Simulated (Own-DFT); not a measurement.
# How strain changes the stress of bcc W, 16 atoms (W16)

Calculated results; nothing here was measured. They come from Own-DFT, an in-house plane-wave density functional program, since retired, whose code no person has reviewed. Each row is one single-point run on a periodic cell that was not relaxed, without spin or spin-orbit coupling.

Settings of every run: PBE; PseudoDojo norm-conserving scalar-relativistic files; cutoff 50 hartree; 5 x 5 x 5 k mesh centred on Gamma; cold (Marzari-Vanderbilt) smearing of 0.2 eV.

Known limits: forces on such cells failed a check on a denser k mesh; stress not checked against mesh or cutoff.

Unstrained cell vectors in Å: (6.330, 0.000, 0.000); (0.000, 6.330, 0.000); (0.000, 0.000, 6.330). The unstrained cell has measured lattice constants (interpolated for alloys), not those of this functional. That, the random moves and any unrelaxed bonds set the pressure at no strain. Each run strains this cell uniformly, with the atoms carried along. Every atom was also moved at random, by a Gaussian of width 0.05 Å on each axis. Strain is the symmetric tensor, in per cent. Stress is positive in tension, and the pressure is minus a third of its trace.

```
run  e_xx (%)  e_yy (%)  e_zz (%)  e_yz (%)  e_xz (%)  e_xy (%)  s_xx (GPa)  s_yy (GPa)  s_zz (GPa)  s_yz (GPa)  s_xz (GPa)  s_xy (GPa)  P (GPa)  E (meV/atom)
  1     -1.66      0.43      1.90     -1.73      1.12      1.38      -12.53       -5.48       -1.33       -5.84        3.93        4.69     6.45          30.5
  2     -0.61     -1.05      1.24     -1.08     -0.92     -0.89      -10.48      -12.33       -5.17       -3.48       -2.82       -2.88     9.33          21.2
  3      0.47      1.23      1.13     -1.55      1.81      0.36       -0.35        1.40        0.95       -4.44        5.08        1.40    -0.67          10.2
  4     -1.85     -0.95     -0.68     -1.67      1.66     -1.53      -23.49      -20.32      -19.48       -5.52        5.58       -4.67    21.09          88.7
  5      1.84      0.17     -0.62     -0.84     -1.31     -1.15        0.00       -5.01       -8.50       -3.07       -3.68       -3.58     4.50          39.5
  6      0.14      1.40     -1.74      1.92     -0.79      1.05       -8.46       -3.69      -13.81        5.94       -2.82        3.75     8.65          26.2
  7      0.96      1.18     -1.72     -1.20      0.46     -1.59       -3.47       -2.47      -12.80       -3.54        1.15       -4.86     6.25           0.0
  8     -1.63      0.08     -1.50      1.37     -0.57      0.03      -20.69      -15.04      -20.78        4.85       -1.58        0.31    18.84          57.0
  9      0.58      1.62     -1.01     -1.40     -0.05     -1.57       -3.48       -0.95       -8.32       -3.92       -0.79       -5.04     4.25          19.3
 10     -1.09      1.48      0.63     -0.76     -0.21      0.78       -9.27       -1.25       -3.88       -2.42       -0.31        2.33     4.80          16.0
 11      0.11      0.80      0.36      1.80      1.55     -0.46       -5.23       -2.95       -3.94        5.82        5.17       -2.27     4.04          13.3
 12      1.82     -1.14     -0.95      1.84     -1.16      1.36       -3.18      -12.43      -11.79        5.94       -4.25        4.70     9.13          24.0
 13     -1.91     -1.68      1.30      1.01      0.29      0.71      -19.65      -19.71       -8.89        3.18        0.72        2.02    16.09          51.7
 14     -0.99     -1.30     -0.73      0.07      0.23      0.22      -19.21      -20.07      -17.80        0.34        0.70        0.41    19.03          66.1
 15      1.98     -1.39      0.66      0.84     -1.28      0.06           ?           ?           ?           ?           ?           ?        ?             ?
```

E is the free energy for each atom above the lowest run shown.

## Worked fit

Each stress component was fitted by least squares to a constant and the strains of the runs shown, as fractions, with shears doubled. Shear strains stay in the fit of a normal stress only where such slopes are resolved. The slopes, in GPa:

| stress | at no strain | per e_xx | per e_yy | per e_zz | scatter |
|---|---|---|---|---|---|
| s_xx | -8.4 | 559 ± 15 | 242 ± 15 | 239 ± 15 | 0.61 |
| s_yy | -8.5 | 237 ± 14 | 561 ± 15 | 218 ± 15 | 0.60 |
| s_zz | -8.5 | 228 ± 17 | 233 ± 18 | 546 ± 17 | 0.71 |

Each shear stress against twice its own strain: yz 161 ± 5, xz 153 ± 7, xy 172 ± 5 GPa. These are stiffnesses along x, y and z of the frame in which the cell vectors are given, which need not be the crystal's axes. The atoms are held to the strained lattice; where symmetry lets them move under strain, relaxing them would lower some slopes. The table should be nearly symmetric about its diagonal, and what it lacks of that shows the noise. A ninth of its sum, 340 ± 7 GPa, estimates the bulk modulus near the mean pressure of these runs, 9.4 GPa, so it lies above the value at zero pressure.

## Withheld run

Question: what normal stresses and pressure should run 15 give?

The fit gives s_xx = 0.8, s_yy = -10.2, s_zz = -3.6 and P = 4.3 GPa. The calculation gave 0.30, -9.35, -3.02 and P = 4.02 GPa.
